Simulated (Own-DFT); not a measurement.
Simulation results for SiC (2H silicon carbide, atoms displaced)

A calculation, not a measurement: plane-wave PBE density functional theory by an unreviewed code, no spin, of a simulated periodic cell, stress positive in tension, free energy of the whole cell less one offset for each atom, forces on such cells passed a denser k mesh, this cell's mesh not checked; offsets are fitted by least squares, one for each functional and potential file, so energies compare only between cells with the same atoms and settings and are not formation energies; the far tail of each file's local potential was reset to the Coulomb form; each entry is a single point on an unrelaxed cell, so the pressure reflects the starting lattice, mostly measured values (interpolated for alloys), from which strain is counted, and rises with the displacements; printed positions are rounded, which can move forces by about a meV/angstrom; the program, named Own-DFT, is a retired in-house code; no spin-orbit coupling. Program: Own-DFT development build.

Common to all runs: functional PBE; potential files PseudoDojo norm-conserving, scalar-relativistic, standard set; wave cutoff 42 hartree; occupations Fermi-Dirac; smearing width 0.1 eV; hardware one NVIDIA H100; k mesh 4 x 4 x 3 centred on Gamma.

(1) SiC (2H silicon carbide, atoms displaced)

```
SiC
1.0
      9.2481     0.0000     0.0000
     -4.6241     8.0091     0.0000
      0.0000     0.0000    10.0681
Si C Si C Si C Si C Si C Si C Si C Si C Si C Si C Si C Si C Si C Si C Si C Si C Si C Si C
2 2 2 2 2 2 2 2 2 2 2 2 2 2 2 2 2 2 2 2 2 2 2 2 2 2 2 2 2 2 2 2 2 2 2 2
Direct
  0.00285 0.00368 0.00523
  0.11309 0.22250 0.25016
  0.99596 0.99903 0.18661
  0.10581 0.21771 0.43377
  0.00035 0.00209 0.50562
  0.10663 0.21659 0.75233
  0.99841 0.00165 0.68549
  0.11344 0.22232 0.93949
  0.99990 0.33355 0.99927
  0.11232 0.56034 0.25230
  0.00276 0.33509 0.18506
  0.11423 0.55969 0.43901
  0.00269 0.33417 0.50499
  0.11220 0.55162 0.75276
  0.99651 0.32986 0.68574
  0.11101 0.55866 0.93960
  0.99699 0.66092 0.00197
  0.12094 0.89703 0.25060
  0.00129 0.66561 0.18755
  0.10578 0.88760 0.43756
  0.00331 0.66879 0.50162
  0.10992 0.89532 0.74845
  0.99506 0.65840 0.68418
  0.10697 0.89039 0.93679
  0.32667 0.99794 0.99559
  0.44069 0.22101 0.24661
  0.33690 0.99662 0.18956
  0.44176 0.22268 0.43697
  0.32987 0.00035 0.49183
  0.44151 0.22066 0.75358
  0.33083 0.99710 0.68944
  0.44016 0.22238 0.93982
  0.32862 0.33797 0.99822
  0.44069 0.55079 0.25039
  0.33022 0.32955 0.18580
  0.44577 0.55683 0.43979
  0.33355 0.33935 0.49640
  0.44439 0.55116 0.75137
  0.33163 0.33197 0.68519
  0.44794 0.55212 0.93379
  0.33782 0.67179 0.00051
  0.44796 0.88899 0.25228
  0.33275 0.66876 0.18778
  0.44822 0.89044 0.43531
  0.32915 0.66342 0.50358
  0.44347 0.88850 0.74796
  0.33417 0.66895 0.68899
  0.44694 0.89341 0.94103
  0.66572 0.00702 0.99522
  0.77573 0.22180 0.24627
  0.66264 0.99516 0.18836
  0.77385 0.21996 0.43804
  0.66580 0.00536 0.50017
  0.77836 0.22271 0.75217
  0.66854 0.00112 0.68434
  0.77484 0.21674 0.93381
  0.66572 0.32634 0.00179
  0.77729 0.55482 0.25153
  0.66643 0.33009 0.18403
  0.77317 0.55474 0.43791
  0.66974 0.33722 0.49835
  0.77249 0.55755 0.75336
  0.66571 0.33184 0.68813
  0.77473 0.55805 0.94065
  0.66622 0.66859 0.00230
  0.77693 0.88282 0.25473
  0.66416 0.66870 0.19078
  0.78081 0.89844 0.43894
  0.66703 0.66406 0.49593
  0.78081 0.89145 0.74909
  0.66329 0.66614 0.68566
  0.77318 0.89400 0.93692
```

```
free energy of cell above offsets : -10.647 eV
pressure                          : 3.69 GPa
stress xx                         : -2.46 GPa
stress yy                         : -2.17 GPa
stress zz                         : -6.45 GPa
stress yz                         : 0.33 GPa
stress xz                         : 0.21 GPa
stress xy                         : -0.02 GPa
wall time                         : 368.3 s
```

Force:
```tsv
element	x (eV/Å)	y (eV/Å)	z (eV/Å)
Si	-0.978	-0.828	-1.091
Si	-1.164	-0.448	-0.49
C	1.028	0.111	1.006
C	0.548	1.172	1.174
Si	-0.286	-0.191	-1.973
Si	0.348	1.255	-0.537
C	0.269	-0.175	1.022
C	-1.115	0.016	-0.474
Si	0.047	0.072	0.069
Si	0.429	-0.841	-0.613
C	-0.377	-0.005	0.701
C	-0.327	-0.879	0.042
Si	-0.841	-0.379	-1.929
Si	-0.809	0.671	-0.628
C	0.763	0.239	1.577
C	0.76	-0.666	-0.341
Si	-0.679	1.229	-0.422
Si	-1.427	-1.411	-0.414
C	-0.616	0.69	0.616
C	0.386	0.346	0.111
Si	-0.831	-0.528	-0.431
Si	0.837	-1.841	0.046
C	-0.136	1.222	1.497
C	0.059	-0.697	0.173
Si	0.626	0.273	0.862
Si	0.972	-0.139	0.374
C	-0.678	0.73	-0.756
C	0.143	0.529	-0.448
Si	0.683	-0.059	1.489
Si	0.411	0.043	-1.037
C	-0.22	0.542	-0.841
C	0.251	0.015	0.149
Si	1.613	-0.655	0.328
Si	-0.339	0.764	0.007
C	0.006	0.627	0.027
C	-0.603	0.144	-0.669
Si	0.219	-1.514	0.495
Si	-0.469	0.608	-1.1
C	-0.371	-0.266	0.477
C	-1.189	1.04	1.238
Si	-0.012	-0.511	-0.146
Si	-0.075	-0.284	-0.585
C	0.525	-0.531	0.216
C	-0.958	-0.578	1.016
Si	0.873	1.272	-0.556
Si	0.279	0.424	0.463
C	0.222	-0.987	0.381
C	-0.736	-0.48	-1.214
Si	0.655	-1.816	1.677
Si	0.877	-0.602	0.79
C	0.9	0.89	-0.564
C	0.542	1.517	-0.421
Si	0.406	-0.683	-0.212
Si	-0.662	-0.29	-1.527
C	-0.349	0.011	0.932
C	0.258	1.965	0.77
Si	-1.083	1.11	-1.1
Si	0.043	-0.009	-0.717
C	-0.584	0.52	0.96
C	1.384	0.308	-0.402
Si	-0.579	-1.098	0.547
Si	0.91	-0.575	-0.783
C	-0.361	0.293	0.402
C	0.715	-0.817	0.077
Si	-0.041	0.501	-0.199
Si	-0.773	1.645	-0.601
C	0.496	-1.195	-0.228
C	0.328	-1.523	0.444
Si	-0.731	1.464	0.947
Si	-1.134	-0.728	0.009
C	0.406	0.337	0.164
C	1.316	-0.367	0.175
```

(2) SiC (2H silicon carbide, atoms displaced)

```
SiC
1.0
      9.2481     0.0000     0.0000
     -4.6241     8.0091     0.0000
      0.0000     0.0000    10.0681
Si C Si C Si C Si C Si C Si C Si C Si C Si C Si C Si C Si C Si C Si C Si C Si C Si C Si C
2 2 2 2 2 2 2 2 2 2 2 2 2 2 2 2 2 2 2 2 2 2 2 2 2 2 2 2 2 2 2 2 2 2 2 2
Direct
  0.99886 0.99849 0.99937
  0.11579 0.22343 0.24449
  0.99634 0.99689 0.18211
  0.11270 0.21764 0.43636
  0.99954 0.00247 0.50350
  0.10910 0.22290 0.75047
  0.99907 0.99778 0.68949
  0.10579 0.22129 0.93610
  0.99851 0.32905 0.00661
  0.10597 0.55031 0.25280
  0.00104 0.33193 0.18561
  0.10782 0.55350 0.43965
  0.99921 0.33606 0.50088
  0.10918 0.55418 0.74730
  0.00226 0.33548 0.68674
  0.11803 0.55463 0.93784
  0.99526 0.66183 0.00199
  0.11468 0.88773 0.25107
  0.00332 0.66991 0.18446
  0.11304 0.89315 0.43923
  0.99842 0.67117 0.49686
  0.11265 0.89190 0.75070
  0.99579 0.66456 0.68746
  0.10722 0.88364 0.93776
  0.33082 0.99940 0.99636
  0.44416 0.22096 0.24984
  0.33133 0.00228 0.18764
  0.43943 0.21638 0.43775
  0.33211 0.00206 0.49389
  0.43860 0.22047 0.74903
  0.32929 0.99820 0.68588
  0.44056 0.22272 0.94299
  0.33472 0.33283 0.99844
  0.45025 0.55911 0.25077
  0.33170 0.33619 0.18847
  0.45010 0.56094 0.43784
  0.32819 0.33045 0.50310
  0.44470 0.55599 0.74988
  0.32757 0.33139 0.69115
  0.44200 0.55802 0.93660
  0.33453 0.67162 0.00683
  0.44321 0.89754 0.25169
  0.33430 0.66146 0.18422
  0.44512 0.88722 0.43799
  0.32504 0.66841 0.49933
  0.44597 0.88939 0.75279
  0.33194 0.66542 0.68710
  0.44623 0.88958 0.94276
  0.66739 0.99444 0.99658
  0.77895 0.21981 0.24857
  0.67083 0.00689 0.19058
  0.78271 0.22080 0.43611
  0.67110 0.99978 0.50000
  0.77850 0.22486 0.74753
  0.67502 0.00474 0.69119
  0.78191 0.22852 0.93539
  0.66440 0.33258 0.00369
  0.77965 0.55645 0.24663
  0.66199 0.33114 0.18788
  0.77779 0.55388 0.43666
  0.67133 0.33125 0.50029
  0.77791 0.54934 0.75309
  0.66851 0.33487 0.68811
  0.77849 0.55542 0.93742
  0.66589 0.66844 0.00144
  0.78116 0.89602 0.24966
  0.66860 0.66386 0.18650
  0.77541 0.88658 0.43589
  0.66567 0.66232 0.50222
  0.77382 0.88396 0.75345
  0.66449 0.66501 0.69148
  0.77638 0.88898 0.93528
```

```
free energy of cell above offsets : -10.761 eV
pressure                          : 3.71 GPa
stress xx                         : -2.54 GPa
stress yy                         : -2.63 GPa
stress zz                         : -5.97 GPa
stress yz                         : 0.04 GPa
stress xz                         : -0.1 GPa
stress xy                         : -0.46 GPa
wall time                         : 378.2 s
```

Force:
```tsv
element	x (eV/Å)	y (eV/Å)	z (eV/Å)
Si	0.059	0.12	-0.795
Si	-0.657	-0.79	0.941
C	0.895	0.563	1.209
C	-1.17	0.952	-0.106
Si	-0.118	-0.646	-0.572
Si	-0.374	-0.489	0.116
C	-0.468	0.311	0.155
C	1.009	-0.297	0.658
Si	-0.096	1.164	-2.343
Si	0.888	0.803	-0.985
C	-0.376	-0.08	1.561
C	-0.53	0.491	-0.6
Si	1.159	-0.906	-0.188
Si	0.235	0.559	0.952
C	-0.42	-0.375	-0.165
C	-1.485	-0.08	0.305
Si	1.369	0.152	-1.272
Si	-1.401	0.425	-0.357
C	0.032	-0.871	1.313
C	-0.454	-0.664	-0.598
Si	0.266	-0.563	0.894
Si	-0.258	-1.194	-0.169
C	0.429	0.52	-0.189
C	0.088	0.5	0.051
Si	-0.002	-0.155	0.735
Si	-0.959	0.584	0.163
C	0.266	-0.124	-0.392
C	0.667	1.68	0.061
Si	0.832	-0.802	1.442
Si	0.728	0.102	0.322
C	0.851	0.343	0.205
C	0.926	-0.369	-1.344
Si	-1.551	0.758	0.376
Si	-0.442	-0.429	0.001
C	1.287	-0.063	-0.371
C	-1.215	-1.109	0.423
Si	0.786	0.776	-0.72
Si	-0.595	-0.114	0.164
C	0.624	0.366	-0.452
C	0.654	-0.098	0.5
Si	0.195	-1.132	-1.955
Si	1.349	-1.579	-0.549
C	-0.891	1.259	2.475
C	-0.612	0.821	0.084
Si	2.105	-0.205	0.188
Si	-0.157	-0.058	-0.598
C	-0.06	0.496	-0.024
C	-0.395	0.269	-0.739
Si	-0.723	2.008	0.805
Si	-0.333	1.138	0.142
C	-0.434	-1.528	-1.064
C	-0.736	0.04	0.197
Si	-0.568	-0.304	0.304
Si	0.574	0.14	0.755
C	-1.054	-0.83	-0.625
C	-0.44	-1.104	0.694
Si	0.361	-0.033	-0.991
Si	-0.051	-0.21	0.524
C	1.072	0.312	0.503
C	-0.035	-0.037	-0.209
Si	-0.98	-0.074	-0.4
Si	-0.675	1.219	-0.48
C	-0.697	-0.918	-0.217
C	-0.631	-0.376	0.754
Si	0.053	-0.634	-0.745
Si	0.004	-1.331	-0.033
C	-0.387	1.195	0.246
C	0.832	0.081	0.654
Si	-0.063	0.704	-0.099
Si	0.621	0.604	-1.003
C	0.644	-0.389	-0.473
C	0.63	-0.497	0.949
```
